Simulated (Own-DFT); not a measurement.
# Computed records: GaN (wurtzite, strained, atoms displaced)

Computed with Own-DFT development build. A calculation, not a measurement: plane-wave PBE density functional theory by an unreviewed code, no spin, of a simulated periodic cell, stress positive in tension, free energy of the whole cell less one offset for each atom, forces on such cells passed a denser k mesh, this cell's mesh not checked; offsets are fitted by least squares, one for each functional and potential file, so energies compare only between cells with the same atoms and settings and are not formation energies; the far tail of each file's local potential was reset to the Coulomb form; each entry is a single point on an unrelaxed cell, so the pressure reflects the starting lattice, mostly measured values (interpolated for alloys), from which strain is counted, and rises with the displacements; printed positions are rounded, which can move forces by about a meV/angstrom; the program, named Own-DFT, is a retired in-house code; no spin-orbit coupling.

Settings shared by all entries: functional PBE; potential files PseudoDojo norm-conserving, scalar-relativistic, standard set with the stringent files for Ga; wave cutoff 96 hartree; occupations Gaussian; smearing width 0.01 eV; k mesh 3 x 4 x 3 centred on Gamma.

(1) 
```xyz
96
Lattice="12.7560 0.0638 0.0000 -4.7421 8.2613 0.0000 0.0000 0.0000 10.3700" Properties=species:S:1:pos:R:3:force_x:R:1:force_y:R:1:force_z:R:1 formula=GaN free_energy_of_cell_above_offsets=-3.370 pressure=7.37 stress_xx=-7.96 stress_yy=-6.02 stress_zz=-8.13 stress_yz=-0.79 stress_xz=-0.46 stress_xy=1.81
Ga    -0.0133     1.7558     0.0199      0.843      1.281      0.323
Ga     1.6225     0.9205     2.5284      1.071     -0.321      1.596
N      0.1370     1.8648     2.0460     -2.808      1.219     -1.094
N      1.6710     0.9647     4.5702     -1.275     -0.715     -0.353
Ga    -0.0148     1.8359     5.2036      1.135      0.374      0.282
Ga     1.6482     0.8684     7.7482     -0.889      2.004      0.633
N     -0.0638     1.8933     7.1757      0.877     -0.746     -0.585
N      1.6220     1.0169     9.7092     -0.709      -1.78     -0.051
Ga    -1.6615     4.5837     0.0546      1.086      -0.17     -1.963
Ga    -0.0544     3.8178     2.6147      3.765     -2.477      0.812
N     -1.5202     4.5754     1.9732     -2.656      0.166     -1.019
N      0.0224     3.7571     4.5998     -1.412     -1.857     -1.135
Ga    -1.5573     4.5806     5.2748     -0.463      0.251     -1.483
Ga     0.0666     3.6906     7.8461     -0.741      0.278     -0.663
N     -1.5947     4.6668     7.0774      0.338     -1.194      3.003
N      0.0834     3.6291     9.7486     -1.214      0.812      0.818
Ga    -3.1662     7.3386    10.3209     -0.383      1.312      0.713
Ga    -1.5659     6.3301     2.5435     -0.478      3.087      1.112
N     -3.2212     7.3891     1.9229      0.771     -1.519     -0.092
N     -1.5766     6.3797     4.5748     -0.727      0.248     -0.908
Ga    -3.1739     7.3338     5.2284      0.378      0.492     -0.083
Ga    -1.4995     6.4460     7.7786     -1.612     -0.578      0.839
N     -3.1233     7.3764     7.2069     -0.764     -1.468     -0.606
N     -1.6036     6.5055     9.7745       1.39     -1.381     -0.495
Ga     3.1820     1.8102     0.0272     -0.277      1.236     -2.007
Ga     4.8144     0.9585     2.6093     -1.548     -0.842     -0.214
N      3.1467     1.8665     1.8224      1.399      0.337      3.495
N      4.7312     0.9586     4.5638      1.356     -0.835     -0.548
Ga     3.2429     1.8161     5.1943     -1.371       0.58      1.489
Ga     4.8020     0.8715     7.8036     -0.123      1.074      0.197
N      3.2324     1.7992     7.2190      0.118      1.508     -1.016
N      4.7694     1.0523     9.7554      1.297     -1.638     -0.343
Ga     1.7078     4.5866    10.2869     -2.606      1.167      1.547
Ga     3.2282     3.7147     2.6367     -0.478     -0.938     -0.682
N      1.6478     4.5833     1.9523     -0.071      1.072      0.006
N      3.1793     3.6358     4.5933       0.57      1.503     -0.309
Ga     1.5213     4.5867     5.1923      1.935      1.117      0.623
Ga     3.2619     3.8469     7.7712     -2.086      -3.28      1.021
N      1.6715     4.6774     7.1825      -0.86     -0.819     -0.821
N      3.1714     3.7194     9.7255      2.538     -0.861     -0.653
Ga     0.0813     7.3993     0.0219     -1.302      0.193      0.354
Ga     1.7023     6.4627     2.6568     -1.246      0.044      -0.78
N     -0.0090     7.3299     1.9706      0.862      0.381      0.165
N      1.4908     6.4647     4.5669      2.017     -0.219      0.478
Ga    -0.0861     7.3597     5.2103      0.698      0.262     -0.751
Ga     1.6217     6.4918     7.6776      0.256      0.112      1.129
N      0.0078     7.3335     7.1313      0.713      0.703     -0.041
N      1.5790     6.5079     9.7068      1.074     -0.584     -0.504
Ga     6.4182     1.8187     0.0349      0.152     -0.038     -0.294
Ga     7.9851     0.9980     2.5569      0.556      0.685      1.451
N      6.3627     1.8372     2.0101      0.507      1.238     -1.019
N      7.9322     0.8922     4.5527      0.649      1.124     -0.205
Ga     6.3175     1.8549     5.2294      0.944     -0.495     -0.768
Ga     7.9520     0.9354     7.8162      0.716      0.318       -2.4
N      6.4066     1.8473     7.1431      -0.77      0.311      0.334
N      8.1070     0.9724     9.6111     -2.011     -1.284        2.8
Ga     4.7719     4.6042     0.0790      0.271     -1.171     -3.396
Ga     6.3864     3.7600     2.5784      0.254     -0.821      0.125
N      4.8353     4.6720     1.8345      -0.45     -0.893      4.408
N      6.4612     3.6531     4.5015     -1.023      0.998      0.846
Ga     4.7903     4.6357     5.2028      0.462     -0.715      -0.73
Ga     6.2764     3.7265     7.7439      3.062     -1.014      0.781
N      4.7705     4.5960     7.1438      1.163      1.491     -0.947
N      6.5231     3.6186     9.7502     -3.232      0.203     -0.924
Ga     3.2121     7.3514     0.0049     -0.381      0.624     -0.227
Ga     4.7321     6.4034     2.6450       0.89       1.68      -1.22
N      3.2290     7.5083     1.9450     -0.121     -2.172     -0.043
N      4.8291     6.4954     4.5651      -0.69     -1.748     -0.594
Ga     3.3133     7.3755     5.2253     -2.309      0.276     -0.272
Ga     4.8179     6.4025     7.8382      0.347      1.497      0.001
N      3.2531     7.3731     7.1349      0.103     -0.233      0.479
N      4.7636     6.3926     9.8503      1.216      0.761     -1.746
Ga     9.5725     1.7975     0.0059      1.085      1.283     -0.098
Ga    11.2261     1.1026     2.6671     -0.258     -1.216      -2.02
N      9.5834     1.9467     1.9042       0.19      0.255       1.21
N     11.1712     1.0025     4.5241     -0.255      0.374      0.745
Ga     9.5832     1.9273     5.1676     -0.913     -1.312      -0.05
Ga    11.0900     1.0082     7.7690      1.271     -0.738     -0.202
N      9.5807     1.8745     7.0828     -1.093      0.094      0.363
N     11.1928     0.9654     9.7051     -0.507     -0.895      0.459
Ga     7.9046     4.5802    10.3654      2.495       1.16      0.622
Ga     9.5740     3.8598     2.5814      0.531     -2.236      0.791
N      8.0173     4.6760     2.0185     -0.959     -0.799     -1.575
N      9.5541     3.7196     4.6237      3.059     -0.656     -2.372
Ga     8.1083     4.5638     5.1556     -3.261      2.566      1.314
Ga     9.4984     3.6750     7.7623      1.642      0.536      0.373
N      8.0876     4.6895     7.1201     -2.536      0.014      0.029
N      9.5371     3.6595     9.7104      0.505       0.63      0.671
Ga     6.4448     7.3666     0.0518     -0.907      0.311      0.499
Ga     8.0165     6.4271     2.6403      -0.34        2.2     -0.912
N      6.3677     7.3379     2.0034      0.213      0.836      0.281
N      8.0776     6.4862     4.4971     -1.341     -0.384      1.439
Ga     6.3340     7.4446     5.0599      2.567     -0.595      1.188
Ga     7.9296     6.5060     7.9039      0.978     -0.025     -2.994
N      6.4052     7.3941     7.0409     -0.559     -0.117      1.097
N      7.9969     6.4677     9.7373     -0.303       -0.5      1.266
```

Units: free_energy_of_cell_above_offsets in eV; pressure, stress_xx, stress_yy, stress_zz, stress_yz, stress_xz, stress_xy in GPa; force_x, force_y, force_z in eV/Å.

(2) 
```xyz
96
Lattice="12.7560 0.0000 0.0000 -4.7835 8.2853 0.0414 0.0000 0.0518 10.3700" Properties=species:S:1:pos:R:3:force_x:R:1:force_y:R:1:force_z:R:1 formula=GaN free_energy_of_cell_above_offsets=-3.938 pressure=7.41 stress_xx=-6.84 stress_yy=-8.16 stress_zz=-7.22 stress_yz=1.46 stress_xz=-1.03 stress_xy=0.14
Ga    -0.0705     1.8694     0.0149      1.569     -0.331      0.563
Ga     1.6199     0.9087     2.6663     -0.186      0.309     -2.203
N     -0.0193     1.8670     2.0534      0.345     -0.688     -0.933
N      1.6341     0.8878     4.5253     -1.196      1.427      0.935
Ga    -0.0745     1.8991     5.2361      1.143      0.116     -0.667
Ga     1.5449     0.9545     7.7549      1.666       0.32     -0.369
N      0.0269     1.8966     7.1616     -0.974     -0.391     -0.598
N      1.6525     0.9920     9.6167     -1.035     -0.548      2.359
Ga    -1.5801     4.7361    10.3351     -0.615      -2.11      0.668
Ga    -0.0162     3.7386     2.5956     -0.708     -0.258     -0.491
N     -1.6211     4.5797     1.8645     -0.182      0.427      1.835
N     -0.0324     3.7328     4.5153       0.27     -0.406       1.05
Ga    -1.6229     4.6313     5.1800      0.289      0.013      0.505
Ga    -0.0998     3.6746     7.8046       1.82      0.976      0.417
N     -1.6324     4.6339     7.1918      0.428      0.354      -0.88
N      0.0120     3.7549     9.7764     -0.745     -0.236     -0.666
Ga    -3.1749     7.3607    10.3824     -0.472      1.413      0.113
Ga    -1.6881     6.5126     2.6583      3.669     -2.432     -0.609
N     -3.1390     7.2447     1.9969     -2.104      3.141     -1.555
N     -1.6187     6.4198     4.5153      0.238      0.916      1.748
Ga    -3.1823     7.4390     5.1901     -0.234      -2.12       0.94
Ga    -1.5611     6.4858     7.7676      0.097      0.422      0.248
N     -3.1795     7.3917     7.1852      0.355      0.301     -0.616
N     -1.6093     6.4827     9.7432      0.313      0.799     -0.791
Ga     3.1361     1.9870    10.3564      0.644     -3.697      0.909
Ga     4.8252     1.0090     2.6263      0.095     -1.354       0.54
N      3.2682     1.8332     1.9603     -1.598      0.284      0.408
N      4.7973     0.9428     4.6558     -0.523      0.203     -1.577
Ga     3.1207     1.8713     5.1551      1.554     -0.606      1.169
Ga     4.7394     0.9077     7.8274       0.66      1.622     -0.621
N      3.2628     1.9286     7.1473     -1.609     -1.946      -0.88
N      4.8023     0.9119     9.7021     -1.127     -0.129      1.192
Ga     1.5526     4.6415     0.0322      1.193     -0.511      -0.51
Ga     3.2079     3.7156     2.6717      -0.24     -0.302     -1.476
N      1.5572     4.5715     1.9551      1.185      0.921      0.755
N      3.2467     3.6791     4.5996     -2.285      0.079     -0.824
Ga     1.5699     4.6836     5.1955      0.093     -0.849      0.973
Ga     3.2748     3.6569     7.7290     -2.537      0.992      2.235
N      1.5995     4.6551     7.2214     -0.374     -0.495      -0.77
N      3.1952     3.6626     9.8727      0.207      4.037     -2.389
Ga    -0.0323     7.3010     0.1087      0.706      0.816     -1.218
Ga     1.5837     6.4814     2.6041     -0.172     -1.045      0.644
N      0.0293     7.3346     1.9816     -1.052      0.996      0.902
N      1.5762     6.4524     4.5845      0.677      1.078     -0.465
Ga    -0.0100     7.3836     5.2439      0.261      0.109     -0.724
Ga     1.5645     6.5354     7.7852      1.417     -0.761      0.013
N      0.0466     7.4885     7.1684     -1.142     -2.031     -0.286
N      1.6307     6.5009     9.7369     -0.103      0.391      0.545
Ga     6.2739     1.7782     0.0295      1.446       0.81     -0.317
Ga     8.0146     0.8078     2.5685     -0.998      3.996      1.095
N      6.3643     1.9504     1.9641      0.756     -2.131     -0.025
N      7.9012     1.0117     4.5541      1.996     -0.611     -1.086
Ga     6.3952     1.9383     5.1495     -1.055     -1.645      1.617
Ga     8.0347     0.9721     7.8046     -2.162     -0.781     -0.224
N      6.3104     1.8513     7.1380      1.382      0.323      0.391
N      8.0170     0.9326     9.7557     -0.509      1.573      0.138
Ga     4.8199     4.6761    10.3401     -0.837       -0.1      0.166
Ga     6.3119     3.7034     2.5846      1.264      1.001      0.653
N      4.7895     4.6134     1.8931     -0.804      0.472      1.263
N      6.3602     3.6880     4.6162     -0.614      1.714     -0.945
Ga     4.6724     4.5465     5.3075      2.379      1.778      -0.87
Ga     6.3651     3.7375     7.7180      1.134     -1.135      1.309
N      4.7675     4.5656     7.1914      0.915      2.303      0.222
N      6.3892     3.7468     9.8447     -0.482     -0.924     -1.908
Ga     3.2403     7.4805    10.4061     -0.697     -1.506      0.002
Ga     4.7129     6.4272     2.6106      1.276     -0.112     -0.364
N      3.1601     7.4295     2.0113      0.041     -2.612     -1.179
N      4.7423     6.4879     4.5299      1.564     -1.383      0.317
Ga     3.3285     7.4671     5.1467     -2.473     -0.173       1.27
Ga     4.7715     6.5464     7.8413      1.083     -0.963     -0.275
N      3.2781     7.3420     7.1042     -1.569      1.056      0.402
N      4.8792     6.5809     9.8104     -2.713     -1.841     -1.396
Ga     9.5677     1.8656     0.0993      0.244     -0.671     -2.212
Ga    11.0810     0.9655     2.6049      1.992     -1.482      0.206
N      9.5812     1.8466     1.9448     -0.927     -0.272      1.341
N     11.1984     0.8898     4.6107     -0.501      0.674     -1.203
Ga     9.6243     1.8607     5.1340     -1.061     -0.467      1.671
Ga    11.2004     0.8582     7.7893     -0.505      1.328     -0.494
N      9.5598     1.7226     7.1728      1.798      2.475     -1.141
N     11.2432     0.9248     9.6862     -1.228      1.051      0.798
Ga     7.9448     4.6179    10.3700      0.734      0.538      1.081
Ga     9.5384     3.6259     2.6872      1.022      0.865     -1.361
N      8.0448     4.5323     2.0160     -1.486      0.831     -0.573
N      9.5623     3.7098     4.5856      0.382     -0.746      0.146
Ga     7.9682     4.5469     5.2284     -0.191      0.905     -0.101
Ga     9.5509     3.7909     7.8373      0.339       -2.4      0.145
N      8.0562     4.6253     7.1515     -1.768      0.814      0.316
N      9.5302     3.6770     9.7665      0.671      1.109     -0.309
Ga     6.3382     7.4403    10.3725      1.983      0.703      1.971
Ga     8.0778     6.3970     2.6370     -2.201     -0.378     -0.323
N      6.3300     7.3586     1.9794      0.736      0.189      0.433
N      8.0187     6.3783     4.5671      -0.12      0.809      0.266
Ga     6.4314     7.3547     5.1755     -0.242     -1.046      0.015
Ga     8.0256     6.5169     7.9108      -0.69     -0.634     -2.012
N      6.4343     7.4091     7.1114     -0.013     -1.474      0.634
N      7.9169     6.5422     9.7670      1.029     -1.044      0.903
```

Units: free_energy_of_cell_above_offsets in eV; pressure, stress_xx, stress_yy, stress_zz, stress_yz, stress_xz, stress_xy in GPa; force_x, force_y, force_z in eV/Å.

(3) 
```xyz
96
Lattice="12.7560 0.0000 0.0638 -4.7835 8.2853 -0.0239 0.0518 0.0000 10.3700" Properties=species:S:1:pos:R:3:force_x:R:1:force_y:R:1:force_z:R:1 formula=GaN free_energy_of_cell_above_offsets=-5.141 pressure=6.89 stress_xx=-6.52 stress_yy=-8.27 stress_zz=-5.87 stress_yz=-0.05 stress_xz=0.86 stress_xy=-1.64
Ga    -0.0149     1.8231     0.0872     -0.459      0.412      -2.11
Ga     1.5169     0.8984     2.5440      1.701     -0.014      1.723
N     -0.0195     1.8727     1.9711      0.392     -0.359     -0.206
N      1.6333     0.9289     4.5636     -0.357     -0.517     -0.412
Ga    -0.0454     1.8256     5.1372      1.284      0.066      1.157
Ga     1.6636     0.8919     7.8940     -1.568      0.137     -3.723
N      0.0503     1.8344     7.2198      0.309     -0.559     -1.294
N      1.5843     0.9611     9.6563      0.243      -0.86      3.984
Ga    -1.6276     4.5681     0.0234      0.484      0.207     -0.843
Ga     0.0036     3.6853     2.5066      1.133      1.049      1.426
N     -1.5690     4.6080     1.9707     -0.774     -0.598      -0.45
N      0.0824     3.6638     4.5217     -1.001      0.159     -0.443
Ga    -1.5268     4.6083     5.2085     -0.065     -0.654     -0.278
Ga     0.1293     3.6386     7.7677       -0.9      0.549      0.164
N     -1.4983     4.5737     7.1463     -0.903       0.41      -0.17
N      0.0405     3.6591     9.7361       0.32       0.11       0.58
Ga    -3.2424     7.3905    -0.0048      1.157     -0.579     -0.183
Ga    -1.6254     6.3685     2.6412      1.395      1.688     -0.717
N     -3.2003     7.3043     1.9511      0.595      1.097     -0.347
N     -1.5089     6.4681     4.5661     -1.735     -0.892     -0.456
Ga    -3.1969     7.3284     5.2017      0.851      1.302     -1.749
Ga    -1.5811     6.4926     7.7286      0.124      -1.37      0.566
N     -3.1778     7.4175     7.0263      0.257     -0.791      2.577
N     -1.5804     6.3652     9.7188      -0.03      1.455     -0.125
Ga     3.1771     1.8098    10.3438     -0.173      0.715       1.62
Ga     4.8347     0.9661     2.5643     -1.435     -1.548      0.558
N      3.1600     1.8696     2.0455       -0.1     -1.226     -1.467
N      4.9147     0.8408     4.5833     -2.191      0.959     -0.775
Ga     3.2500     1.8372     5.2363     -0.603     -0.155     -0.547
Ga     4.7079     0.9802     7.8101      1.391     -1.685      0.323
N      3.1433     1.8391     7.2195      0.757      0.268     -0.883
N      4.7270     0.9216     9.8202      1.507      0.193     -1.145
Ga     1.6465     4.6542    10.3379     -0.263     -1.001      0.945
Ga     3.2865     3.6427     2.6243      -2.22      0.606      0.614
N      1.6059     4.6919     1.9758      0.345     -1.588      -0.75
N      3.2471     3.6717     4.5846      0.376     -0.168      0.058
Ga     1.6475     4.6224     5.1224      0.129      0.131      0.457
Ga     3.1992     3.6771     7.8638     -0.882      0.234     -1.274
N      1.6392     4.6201     7.1088      0.526     -0.181      0.419
N      3.2354     3.6464     9.7440      0.255      0.774      0.816
Ga     0.0922     7.3658    10.3021     -1.348     -0.468      0.395
Ga     1.6538     6.5055     2.4919     -1.186     -0.292      1.622
N      0.0796     7.3906     1.8489      -1.44     -0.027      1.122
N      1.6658     6.4870     4.5329     -1.547     -0.644     -0.662
Ga    -0.0167     7.3664     5.1691      2.013     -0.653      0.918
Ga     1.6721     6.4637     7.8176     -0.692         -1     -1.382
N      0.0631     7.2422     7.1676     -0.601      2.224     -0.437
N      1.6650     6.4551     9.6874      0.195      -0.06      0.736
Ga     6.4041     1.8742    10.3820      0.285     -0.748      0.501
Ga     8.0137     0.9758     2.6527     -0.624     -1.005     -0.489
N      6.3812     1.8151     2.0295      0.774      1.273     -0.832
N      8.0573     0.9648     4.5536     -1.931     -0.799      0.653
Ga     6.3277     1.8094     5.2153      2.087      0.814      0.805
Ga     8.0581     0.8998     7.8246     -0.271     -0.153      0.258
N      6.3896     1.7620     7.2348      0.112      0.791      -0.44
N      8.0450     0.9225     9.8728     -0.264      0.023      -1.45
Ga     4.8773     4.6102    10.3496     -0.674     -0.343      0.995
Ga     6.4168     3.6391     2.6776     -0.416      0.882     -0.234
N      4.7312     4.5940     2.0041          2     -0.396     -1.207
N      6.3632     3.7205     4.6343      0.919     -0.722     -0.195
Ga     4.8365     4.6344     5.2754     -1.242     -0.818     -0.247
Ga     6.2994     3.6878     7.7815      2.397      -1.43      1.167
N      4.7850     4.4720     7.1991     -0.589      2.444      -0.06
N      6.4906     3.7083     9.8462     -0.943      -0.36     -1.297
Ga     3.2263     7.3400    10.3424      0.826      0.728      1.148
Ga     4.7335     6.3569     2.5953      0.305      1.914       0.68
N      3.1732     7.4218     1.9959      1.481     -0.182     -0.986
N      4.7098     6.3848     4.6223      1.766      0.905     -0.738
Ga     3.1755     7.3647     5.1363      0.382      0.732      0.867
Ga     4.8847     6.5043     7.8490     -0.827     -0.857     -0.484
N      3.2077     7.2704     7.1296       1.52      1.467      0.258
N      4.9386     6.4636     9.8167     -2.235     -0.927     -0.987
Ga     9.7113     1.8639    10.3647     -0.982     -1.218      0.736
Ga    11.2183     0.9073     2.5794     -1.928      0.822      1.631
N      9.5170     1.8224     1.9761      1.889      1.271     -0.287
N     11.1580     0.8669     4.6325     -0.036      0.376     -0.876
Ga     9.5359     1.8383     5.1933      1.494       0.38       0.83
Ga    11.2320     0.8681     7.7711      0.308      3.016      1.555
N      9.6780     1.8440     7.1771     -1.242     -0.119     -0.123
N     11.2366     0.8151     9.8150      0.243      2.221     -0.665
Ga     7.9604     4.6473     0.0634      1.088     -0.557      0.059
Ga     9.5781     3.6814     2.6373     -0.377       -0.3     -0.224
N      7.9638     4.6979     2.0249      0.094     -2.189     -0.541
N      9.5376     3.6613     4.5517      0.775      0.783      0.924
Ga     8.0016     4.6424     5.2815     -0.144     -1.197     -0.461
Ga     9.6074     3.6817     7.8313      0.368      0.049     -1.088
N      7.9248     4.6282     7.2182      0.711     -0.849     -0.117
N      9.6627     3.6107     9.7005     -0.811      1.407      1.565
Ga     6.3585     7.3816     0.0328      1.152     -0.506      1.433
Ga     8.0263     6.4241     2.6419     -1.714      1.247      0.579
N      6.3312     7.4511     2.0229      0.645     -2.644     -0.374
N      8.0385     6.4122     4.6083     -0.907      0.409      -0.29
Ga     6.3934     7.3248     5.2079     -0.405      0.044      0.193
Ga     8.0592     6.4039     7.8276     -0.418      1.189      0.414
N      6.4496     7.4522     7.2671      0.109       -3.7     -1.909
N      8.0234     6.4535     9.8074     -0.013     -0.026     -0.602
```

Units: free_energy_of_cell_above_offsets in eV; pressure, stress_xx, stress_yy, stress_zz, stress_yz, stress_xz, stress_xy in GPa; force_x, force_y, force_z in eV/Å.
